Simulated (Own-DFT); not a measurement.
Simulation results for SiC (4H silicon carbide, atoms displaced)

Computed with Own-DFT development build. A calculation, not a measurement: plane-wave PBE density functional theory by an unreviewed code, no spin, of a simulated periodic cell, stress positive in tension, free energy of the whole cell less one offset for each atom, forces on such cells passed a denser k mesh, this cell's mesh not checked; offsets are fitted by least squares, one for each functional and potential file, so energies compare only between cells with the same atoms and settings and are not formation energies; the far tail of each file's local potential was reset to the Coulomb form; each entry is a single point on an unrelaxed cell, so the pressure reflects the starting lattice, mostly measured values (interpolated for alloys), from which strain is counted, and rises with the displacements; printed positions are rounded, which can move forces by about a meV/angstrom; the program, named Own-DFT, is a retired in-house code; no spin-orbit coupling.

Settings shared by all entries: functional PBE; potential files PseudoDojo norm-conserving, scalar-relativistic, standard set; wave cutoff 42 hartree; occupations Fermi-Dirac; smearing width 0.1 eV; hardware one NVIDIA H200; k mesh 3 x 3 x 3 centred on Gamma.

(1) SiC (4H silicon carbide, atoms displaced)

```
SiC
1.0
     12.3308     0.0000     0.0000
     -6.1654    10.6788     0.0000
      0.0000     0.0000    10.0681
Si C Si C Si C Si C Si C Si C Si C Si C Si C Si C Si C Si C Si C Si C Si C Si C Si C Si C Si C Si C Si C Si C Si C Si C Si C Si C Si C Si C Si C Si C Si C Si C
2 2 2 2 2 2 2 2 2 2 2 2 2 2 2 2 2 2 2 2 2 2 2 2 2 2 2 2 2 2 2 2 2 2 2 2 2 2 2 2 2 2 2 2 2 2 2 2 2 2 2 2 2 2 2 2 2 2 2 2 2 2 2 2
Direct
  0.00134 0.99954 0.40730
  0.08438 0.16753 0.14976
  0.99663 0.99491 0.10329
  0.08142 0.16869 0.35804
  0.99016 0.24748 0.40632
  0.07139 0.40948 0.15648
  0.99764 0.24347 0.09741
  0.07614 0.41251 0.33823
  0.99801 0.49685 0.40611
  0.08681 0.65386 0.14346
  0.99192 0.48748 0.09884
  0.08361 0.67141 0.34425
  0.00054 0.75583 0.40472
  0.08630 0.90613 0.15668
  0.99852 0.75508 0.08788
  0.08241 0.92449 0.34357
  0.25667 0.00787 0.40826
  0.33043 0.16617 0.15841
  0.24512 0.99272 0.09578
  0.32924 0.16168 0.34622
  0.25048 0.25318 0.40499
  0.32153 0.41091 0.15544
  0.25006 0.25319 0.09134
  0.33965 0.42217 0.34804
  0.24468 0.49880 0.40970
  0.32259 0.65396 0.16244
  0.24883 0.50251 0.08368
  0.32729 0.65935 0.33941
  0.25331 0.74986 0.39724
  0.32006 0.90011 0.14572
  0.25364 0.75211 0.09189
  0.34101 0.91688 0.34076
  0.50791 0.00423 0.40980
  0.58908 0.16436 0.15479
  0.49422 0.99557 0.09469
  0.58130 0.16736 0.35216
  0.49444 0.24558 0.41680
  0.57981 0.41330 0.15258
  0.49769 0.24165 0.08493
  0.58097 0.41957 0.33073
  0.49800 0.50381 0.40932
  0.58903 0.66755 0.15187
  0.48869 0.49873 0.08900
  0.58537 0.66694 0.33491
  0.49677 0.75304 0.41634
  0.58309 0.91715 0.15384
  0.50863 0.75534 0.09612
  0.57008 0.91448 0.34300
  0.74502 0.99055 0.40467
  0.84072 0.17076 0.15755
  0.75940 0.00158 0.09638
  0.82945 0.16095 0.34680
  0.75273 0.25312 0.40469
  0.83285 0.41568 0.15378
  0.74176 0.24395 0.09684
  0.83723 0.42255 0.34178
  0.74932 0.50189 0.40833
  0.84048 0.66785 0.15168
  0.75524 0.50211 0.09146
  0.84145 0.67118 0.36029
  0.75171 0.74796 0.39768
  0.83213 0.91439 0.14787
  0.75884 0.75665 0.09586
  0.84269 0.92368 0.34378
  0.00376 0.99232 0.91130
  0.91050 0.82870 0.65001
  0.99480 0.00316 0.59878
  0.91603 0.83051 0.84653
  0.00902 0.76009 0.90862
  0.91551 0.57853 0.65767
  0.99280 0.74668 0.59051
  0.91738 0.58773 0.85206
  0.00263 0.50426 0.90035
  0.92403 0.33539 0.64815
  0.99177 0.49214 0.59757
  0.92047 0.33577 0.84310
  0.00168 0.24977 0.90231
  0.90476 0.07821 0.65836
  0.00730 0.26678 0.58887
  0.91673 0.07793 0.84601
  0.74958 0.99899 0.90145
  0.66534 0.82683 0.65864
  0.75224 0.98980 0.59301
  0.66512 0.82685 0.83953
  0.75046 0.76179 0.90019
  0.67232 0.58508 0.65575
  0.75297 0.74656 0.59923
  0.66537 0.58166 0.84042
  0.74931 0.49926 0.90490
  0.68181 0.34196 0.65936
  0.75380 0.49654 0.59618
  0.66833 0.33686 0.84367
  0.75139 0.25919 0.91120
  0.66980 0.09017 0.65840
  0.74169 0.23629 0.58883
  0.65792 0.07782 0.84965
  0.48979 0.99516 0.90070
  0.43243 0.84049 0.66243
  0.49178 0.99345 0.58933
  0.41717 0.83998 0.84214
  0.49677 0.74209 0.91619
  0.42617 0.58923 0.65193
  0.50418 0.74963 0.58780
  0.41012 0.57937 0.84478
  0.48869 0.49094 0.89263
  0.41389 0.33528 0.65205
  0.50794 0.50721 0.60234
  0.43047 0.34686 0.83731
  0.50138 0.25718 0.90650
  0.41560 0.08149 0.66142
  0.49785 0.24515 0.59559
  0.42193 0.08217 0.84209
  0.24473 0.00258 0.91529
  0.16184 0.83683 0.65275
  0.24860 0.99504 0.60027
  0.17007 0.83401 0.84853
  0.24840 0.75108 0.89958
  0.16711 0.58237 0.65826
  0.25213 0.74891 0.59288
  0.16131 0.58217 0.85344
  0.24996 0.49154 0.90628
  0.16306 0.32989 0.65775
  0.24428 0.50850 0.59591
  0.16919 0.32992 0.84854
  0.24611 0.24330 0.90384
  0.15838 0.07626 0.64471
  0.24969 0.24682 0.60034
  0.16871 0.08003 0.84243
```

| Quantity | Value |
| --- | --- |
| free energy of cell above offsets | -7.010 eV |
| pressure | 5.93 GPa |
| stress xx | -5.55 GPa |
| stress yy | -6.95 GPa |
| stress zz | -5.28 GPa |
| stress yz | -0.17 GPa |
| stress xz | -0.02 GPa |
| stress xy | 0.4 GPa |
| wall time | 545.1 s |

Force:
| element | x (eV/Å) | y (eV/Å) | z (eV/Å) |
| --- | --- | --- | --- |
| Si | -1.061 | 1.426 | 0.499 |
| Si | 0.043 | -1.719 | 2.432 |
| C | 2.049 | 0.91 | -1.974 |
| C | 0.355 | 0.439 | -2.232 |
| Si | 1.973 | 0.379 | -0.158 |
| Si | 2.514 | 0.139 | -0.548 |
| C | 0.319 | 1.849 | -1.745 |
| C | 0.763 | 0.248 | 1.182 |
| Si | -0.183 | 1.846 | 0.07 |
| Si | -2.433 | 1.951 | 2.389 |
| C | 0.222 | 1.57 | -2.608 |
| C | 0.694 | -1.064 | -1.027 |
| Si | 2.095 | 0.484 | 0.496 |
| Si | -2.678 | 2.639 | 1.443 |
| C | 2.524 | -2.453 | 0.812 |
| C | 2.529 | -1.457 | 0.257 |
| Si | 0.216 | -4.036 | 0.068 |
| Si | 1.11 | -0.661 | -0.383 |
| C | 0.224 | 1.39 | 0.106 |
| C | -0.15 | 2.769 | -0.501 |
| Si | -0.251 | -0.379 | 0.942 |
| Si | 1.524 | 2.599 | 0.426 |
| C | 0.321 | -1.756 | -0.044 |
| C | -2.424 | -1.377 | -0.408 |
| Si | 0.007 | -0.603 | -0.397 |
| Si | 1.731 | 2.793 | -2.164 |
| C | -0.839 | -2.268 | 2.513 |
| C | 0.707 | 0.395 | 1.815 |
| Si | -1.249 | 0.56 | 1.969 |
| Si | 1.843 | 6.024 | 3.586 |
| C | 0.15 | -5.176 | -1.935 |
| C | -1.714 | 0.272 | -0.177 |
| Si | -2.679 | -0.263 | -0.813 |
| Si | -3.901 | -2.018 | 1.456 |
| C | 0.249 | -0.041 | -1.03 |
| C | 0.753 | 0.773 | -1.581 |
| Si | 0.776 | 1.204 | -2.494 |
| Si | -0.472 | 0.531 | -1.594 |
| C | -0.512 | 1.15 | 2.175 |
| C | 0.365 | -0.546 | 4.063 |
| Si | 2.123 | 0.549 | -0.897 |
| Si | -0.77 | -0.499 | -0.399 |
| C | 1.689 | -0.384 | -0.448 |
| C | -0.676 | 0.568 | 2.265 |
| Si | 0.65 | -0.793 | -5.037 |
| Si | -0.027 | 0.605 | 0.192 |
| C | -1.109 | -1.811 | 0.26 |
| C | 3.782 | -0.516 | 0.031 |
| Si | -0.128 | 0.493 | -0.182 |
| Si | -1.809 | -2.198 | 0.272 |
| C | -2.721 | 0.299 | -1.073 |
| C | -0.807 | 0.259 | -0.419 |
| Si | -0.877 | -0.622 | -0.331 |
| Si | -1.387 | -0.649 | 1.06 |
| C | 3.359 | 2.255 | -0.656 |
| C | -0.78 | -1.237 | 0.393 |
| Si | 0.226 | -0.529 | -0.888 |
| Si | -1.389 | -0.119 | 1.229 |
| C | -1.129 | -0.604 | 0.239 |
| C | -1.668 | -1.621 | -3.465 |
| Si | -0.649 | 1.36 | 1.299 |
| Si | 0.865 | 1.198 | 2.866 |
| C | -0.719 | -2.558 | -1.393 |
| C | -1.718 | -2.209 | -0.712 |
| Si | -1.472 | 1.039 | -0.038 |
| Si | 1.552 | 1.63 | 1.922 |
| C | 0.512 | -1.327 | -1.255 |
| C | 0.148 | 0.667 | -1.307 |
| Si | -1.193 | -2.093 | -1.145 |
| Si | 0.084 | 1.635 | 0.674 |
| C | 1.271 | 0.424 | 0.739 |
| C | 0.565 | -0.105 | -1.368 |
| Si | -1.464 | -1.569 | 1.438 |
| Si | -3.075 | -1.342 | 2.531 |
| C | 0.949 | 2.471 | -1.281 |
| C | -0.503 | -0.395 | -0.218 |
| Si | -0.667 | -0.917 | 0.859 |
| Si | 2.56 | 1.809 | 0.265 |
| C | 0.891 | -3.926 | 0.25 |
| C | -0.133 | 0.825 | -0.296 |
| Si | -0.574 | 0.071 | 1.234 |
| Si | 0.907 | 0.334 | -1.118 |
| C | -3.081 | 0.598 | -0.251 |
| C | -3.011 | 1.725 | 0.586 |
| Si | 3.363 | -3.926 | 1.78 |
| Si | 0.518 | -0.645 | 1.032 |
| C | -2.172 | -0.145 | -2.194 |
| C | -0.423 | 0.803 | 1.007 |
| Si | -0.425 | 1.557 | 0.292 |
| Si | -1.818 | -3.507 | -0.442 |
| C | -1.213 | 1.112 | -1.002 |
| C | 0.331 | -0.172 | 0.253 |
| Si | 0.979 | -2.279 | -0.917 |
| Si | -0.324 | -4.556 | 0.968 |
| C | 1.22 | 5.089 | 0.081 |
| C | 1.309 | 1.675 | -0.968 |
| Si | 2.205 | 1.571 | 2.781 |
| Si | -2.905 | -1.936 | -1.523 |
| C | 1.556 | 1.993 | 1.414 |
| C | 1.218 | -3.323 | 0.628 |
| Si | -0.506 | 1.35 | -1.446 |
| Si | -2.621 | -0.986 | 1.29 |
| C | -0.008 | 0.565 | 3.057 |
| C | 0.505 | 0.913 | -1.333 |
| Si | 1.401 | 6.035 | 3.728 |
| Si | 1.863 | -0.338 | 0.62 |
| C | -0.66 | -1.474 | -2.492 |
| C | -1.596 | -6.927 | -0.901 |
| Si | 0.933 | -1.619 | -1.564 |
| Si | 0.046 | -0.349 | -0.784 |
| C | -0.07 | 1.62 | 1.118 |
| C | -3.285 | 1.654 | 0.876 |
| Si | 2.915 | -0.798 | -1.901 |
| Si | 1.696 | -2.677 | 0.745 |
| C | -0.823 | 2.19 | -1.789 |
| C | -1.29 | 1.202 | -1.13 |
| Si | 1.391 | -0.441 | 0.594 |
| Si | -2.667 | 1.908 | 0.904 |
| C | -0.208 | 0.367 | 0.208 |
| C | 2.547 | 0.362 | -1.834 |
| Si | -1.923 | 1.677 | -0.887 |
| Si | 0.939 | 1.468 | -0.179 |
| C | 4.381 | -2.659 | -0.59 |
| C | -0.896 | -0.483 | -1.163 |
| Si | 1.396 | 1.021 | -0.244 |
| Si | 1.219 | 0.768 | 2.304 |
| C | -0.933 | 0.594 | -1.385 |
| C | -1.274 | 0.43 | -0.325 |

(2) SiC (4H silicon carbide, atoms displaced)

```
SiC
1.0
     12.3308     0.0000     0.0000
     -6.1654    10.6788     0.0000
      0.0000     0.0000    10.0681
Si C Si C Si C Si C Si C Si C Si C Si C Si C Si C Si C Si C Si C Si C Si C Si C Si C Si C Si C Si C Si C Si C Si C Si C Si C Si C Si C Si C Si C Si C Si C Si C
2 2 2 2 2 2 2 2 2 2 2 2 2 2 2 2 2 2 2 2 2 2 2 2 2 2 2 2 2 2 2 2 2 2 2 2 2 2 2 2 2 2 2 2 2 2 2 2 2 2 2 2 2 2 2 2 2 2 2 2 2 2 2 2
Direct
  0.00167 0.01181 0.39309
  0.08047 0.16315 0.16079
  0.99558 0.99701 0.10826
  0.07497 0.15914 0.34004
  0.99592 0.23810 0.41264
  0.08487 0.41868 0.15524
  0.99497 0.25227 0.09191
  0.08371 0.40629 0.34682
  0.00679 0.50117 0.40777
  0.07845 0.66192 0.15075
  0.00361 0.50744 0.09908
  0.09361 0.67255 0.34826
  0.00549 0.75353 0.41280
  0.08038 0.91920 0.14772
  0.01023 0.75270 0.09729
  0.08115 0.91760 0.34413
  0.25051 0.99399 0.40797
  0.32968 0.16290 0.15482
  0.25310 0.99937 0.09701
  0.34029 0.17315 0.34021
  0.24909 0.25351 0.39577
  0.33917 0.41990 0.16758
  0.25103 0.24364 0.08869
  0.33718 0.42097 0.34812
  0.25408 0.50701 0.40892
  0.32844 0.66757 0.14971
  0.24440 0.49655 0.09282
  0.34507 0.66660 0.34639
  0.24332 0.74750 0.40647
  0.33278 0.91455 0.15210
  0.25075 0.74637 0.09125
  0.33112 0.91204 0.34905
  0.50915 0.00458 0.40482
  0.58609 0.16473 0.15661
  0.50628 0.00206 0.09248
  0.58173 0.17111 0.34475
  0.48572 0.24882 0.40565
  0.58383 0.42191 0.15957
  0.49543 0.24645 0.07952
  0.59139 0.42942 0.33573
  0.51362 0.50797 0.40499
  0.59143 0.67053 0.15732
  0.50738 0.49618 0.09466
  0.58006 0.65816 0.34099
  0.50094 0.74348 0.40953
  0.58095 0.92057 0.15811
  0.49259 0.73973 0.09452
  0.59119 0.92273 0.34151
  0.75087 0.99537 0.39729
  0.83146 0.17000 0.15377
  0.74243 0.99631 0.09556
  0.84554 0.16769 0.34782
  0.75139 0.24353 0.40486
  0.83097 0.41879 0.15528
  0.74655 0.24348 0.08541
  0.83580 0.41793 0.33674
  0.75337 0.49976 0.40374
  0.83758 0.66977 0.15728
  0.76067 0.50843 0.09281
  0.84297 0.66664 0.34370
  0.75789 0.75082 0.41572
  0.83693 0.91976 0.14736
  0.74767 0.74057 0.09390
  0.84412 0.92539 0.33951
  0.99098 0.99760 0.91746
  0.91746 0.83709 0.66643
  0.99273 0.00055 0.59716
  0.92111 0.83132 0.84990
  0.99913 0.75129 0.89940
  0.91365 0.58067 0.65852
  0.99860 0.75508 0.58424
  0.91561 0.58365 0.84718
  0.98808 0.49571 0.90733
  0.90809 0.32894 0.65876
  0.99692 0.49181 0.59331
  0.91916 0.33588 0.83490
  0.99917 0.25317 0.90336
  0.91666 0.08922 0.65398
  0.99992 0.25472 0.59283
  0.90728 0.07557 0.83811
  0.74599 0.99196 0.91402
  0.67203 0.83977 0.66044
  0.74937 0.00019 0.59232
  0.66872 0.83210 0.85065
  0.74231 0.74984 0.89898
  0.66795 0.59377 0.67188
  0.75166 0.76039 0.58985
  0.67135 0.58563 0.84013
  0.74324 0.49276 0.91602
  0.67306 0.34250 0.65835
  0.75415 0.48811 0.58805
  0.66704 0.33379 0.83123
  0.75335 0.25823 0.90612
  0.66451 0.08275 0.66704
  0.75568 0.24937 0.59524
  0.66265 0.08573 0.83971
  0.49829 0.99484 0.90046
  0.41453 0.83579 0.65407
  0.50834 0.00535 0.59744
  0.41736 0.83528 0.84986
  0.50441 0.74466 0.90553
  0.42058 0.58948 0.65662
  0.49478 0.74915 0.59810
  0.41539 0.57891 0.83857
  0.50230 0.50192 0.90542
  0.41456 0.33281 0.64846
  0.49039 0.48838 0.59644
  0.40800 0.32963 0.85010
  0.50049 0.25148 0.90760
  0.41885 0.07608 0.65404
  0.49598 0.24241 0.58652
  0.42441 0.09040 0.85162
  0.25153 0.00288 0.90558
  0.16311 0.83061 0.66087
  0.24767 0.00097 0.60335
  0.16319 0.83485 0.84058
  0.24639 0.74978 0.90447
  0.17914 0.59091 0.65155
  0.24430 0.74863 0.59491
  0.17677 0.58567 0.84443
  0.25271 0.50620 0.90532
  0.16817 0.33670 0.64623
  0.25022 0.49537 0.58833
  0.16378 0.32481 0.85314
  0.24930 0.24988 0.90974
  0.16467 0.07833 0.63931
  0.24916 0.24642 0.58866
  0.17178 0.08863 0.84062
```

| Quantity | Value |
| --- | --- |
| free energy of cell above offsets | -6.130 eV |
| pressure | 6.28 GPa |
| stress xx | -5.78 GPa |
| stress yy | -5.58 GPa |
| stress zz | -7.47 GPa |
| stress yz | 0.67 GPa |
| stress xz | -0.93 GPa |
| stress xy | 0.16 GPa |
| wall time | 570 s |

Force:
| element | x (eV/Å) | y (eV/Å) | z (eV/Å) |
| --- | --- | --- | --- |
| Si | 2.212 | -5.671 | 4.001 |
| Si | -0.265 | 1.953 | -2.088 |
| C | 0.553 | 1.451 | -3.459 |
| C | 1.621 | 5.142 | -0.177 |
| Si | 0.891 | 3.312 | -0.419 |
| Si | -0.465 | -0.868 | 1.01 |
| C | 0.952 | -0.649 | -0.161 |
| C | -0.275 | 1.708 | -0.398 |
| Si | -0.596 | -0.965 | -0.405 |
| Si | 1.807 | 2.908 | 2.307 |
| C | -0.485 | -3.621 | -1.838 |
| C | -3.108 | -2.543 | -1.715 |
| Si | -0.097 | 0.073 | -3.446 |
| Si | 2.919 | -1.144 | 2.615 |
| C | -2.796 | 0.252 | -1.825 |
| C | 0.614 | 0.765 | -0.371 |
| Si | -1.22 | 1.185 | -0.002 |
| Si | 1.432 | 0.732 | -0.555 |
| C | -1.262 | -0.435 | -1.042 |
| C | -3.746 | -2.86 | -1 |
| Si | 0.538 | -0.551 | 1.493 |
| Si | -0.63 | -0.576 | -2.647 |
| C | -1.769 | 0.832 | 2.895 |
| C | 0.411 | 0.058 | 0.125 |
| Si | 0.246 | -1.959 | -1.41 |
| Si | 2.059 | -1.748 | 1.762 |
| C | 1.754 | 0.959 | 0.169 |
| C | -3.568 | 0.517 | -1.029 |
| Si | 4.207 | 1.344 | 0.724 |
| Si | 0.642 | -0.024 | 1.137 |
| C | -2.009 | 1.14 | -0.217 |
| C | 1.383 | 0.888 | -0.941 |
| Si | -1.465 | -0.525 | 0.499 |
| Si | -1.984 | 0.631 | -0.659 |
| C | -1.753 | -0.672 | -0.274 |
| C | 0.747 | -0.354 | -0.401 |
| Si | 5.158 | 2.531 | 0.44 |
| Si | 2.479 | -2.127 | -1.679 |
| C | 1.373 | 0.953 | 4.928 |
| C | 0.381 | -2.253 | 2.3 |
| Si | -1.861 | -3.06 | 1.576 |
| Si | -1.96 | -1.861 | -0.098 |
| C | -3.109 | 2.315 | -0.957 |
| C | 1.035 | 4.209 | 0.963 |
| Si | 0.561 | 1.914 | -0.352 |
| Si | 0.765 | -2.358 | -0.353 |
| C | 1.354 | 1.88 | -0.377 |
| C | -0.961 | -1.868 | 0.452 |
| Si | 0.629 | 1.36 | 1.775 |
| Si | 1.352 | -0.849 | 0.714 |
| C | 1.561 | 0.783 | 0 |
| C | -4.069 | -1.72 | -1.933 |
| Si | -0.334 | 1.638 | 0.533 |
| Si | 1.475 | -0.701 | 0.025 |
| C | -0.417 | 2.272 | 1.471 |
| C | 0.457 | -0.776 | 1.349 |
| Si | 0.518 | -0.176 | -0.16 |
| Si | 1.202 | 0.332 | 0.106 |
| C | -1.792 | -1.613 | 0.704 |
| C | -1.307 | 0.236 | 0.763 |
| Si | -0.194 | 0.385 | -3.851 |
| Si | -2.576 | -2.401 | 2.493 |
| C | 0.267 | 2.898 | -1.272 |
| C | -2.071 | -2.931 | -0.509 |
| Si | 2.128 | 1.388 | -2.305 |
| Si | 0.248 | 0.56 | -2.279 |
| C | 1.27 | 0.346 | -1.577 |
| C | -3.226 | 0.755 | -0.189 |
| Si | 1.591 | -1.17 | 2.481 |
| Si | 1.228 | 0.149 | -1.164 |
| C | 0.096 | -0.975 | 4.844 |
| C | -1.018 | -0.138 | -0.583 |
| Si | 3.092 | 1.327 | -0.096 |
| Si | 2.339 | 1.507 | -1.934 |
| C | 0.294 | 2.276 | 0.558 |
| C | -0.883 | -0.328 | 2.913 |
| Si | 0.442 | -1.336 | 0.297 |
| Si | 0.151 | -0.986 | 0.145 |
| C | 0.371 | -0.873 | 0.856 |
| C | 0.162 | 1.005 | 2.194 |
| Si | -1.163 | 2.725 | -1.59 |
| Si | -1.463 | -0.007 | -0.79 |
| C | -0.396 | 0.409 | -0.123 |
| C | -1.528 | 0.292 | -1.74 |
| Si | 4.065 | -1.092 | 2.617 |
| Si | 0.348 | -2.257 | -5.984 |
| C | 0.743 | -1.765 | 3.41 |
| C | -0.634 | -0.499 | 3.766 |
| Si | 0.771 | 1.492 | -2.636 |
| Si | -0.376 | -4.492 | -2.759 |
| C | -2.001 | 4.585 | -0.081 |
| C | -0.487 | 0.606 | 4.418 |
| Si | 0.057 | -2.139 | -1.811 |
| Si | 1.728 | 0.899 | -3.135 |
| C | -2.758 | -1.173 | -0.581 |
| C | 1.553 | -0.418 | 3.204 |
| Si | -0.208 | 2.439 | 1.556 |
| Si | 0.197 | 0.034 | 0.901 |
| C | -0.825 | -1.983 | -1.514 |
| C | 0.374 | -1.748 | -1.633 |
| Si | -2.511 | 0.087 | 0.72 |
| Si | -0.134 | -2.835 | -0.7 |
| C | 1.514 | 1.203 | -0.521 |
| C | 0.52 | 1.129 | 1.193 |
| Si | -0.335 | -1.702 | 0.109 |
| Si | 0.411 | -2.939 | 2.312 |
| C | 1.332 | 4.996 | -1.049 |
| C | 2.39 | 1.683 | -1.853 |
| Si | -0.605 | 0.461 | -2.661 |
| Si | -1.804 | 2.143 | 1.397 |
| C | 0.107 | 1.493 | 1.526 |
| C | -0.519 | -2.5 | -1.915 |
| Si | -0.004 | 0.742 | -0.222 |
| Si | -0.647 | 0.634 | -1.51 |
| C | 2.635 | -1.939 | -2.336 |
| C | 0.978 | -0.242 | 1.249 |
| Si | 0.824 | 0.016 | 0.049 |
| Si | -1.77 | -3.278 | 1.344 |
| C | 0.912 | 1.563 | -0.537 |
| C | -3.004 | 0.307 | -1.059 |
| Si | 0.906 | -2.871 | 0.683 |
| Si | 0.459 | -2.067 | 2.396 |
| C | 0.194 | 2.651 | 1.186 |
| C | -0.989 | 2.609 | -2.266 |
| Si | -0.197 | -0.955 | -1.055 |
| Si | -2.271 | 1.675 | 3.384 |
| C | -0.918 | 0.461 | -1.241 |
| C | -1.165 | -1.633 | 0.414 |
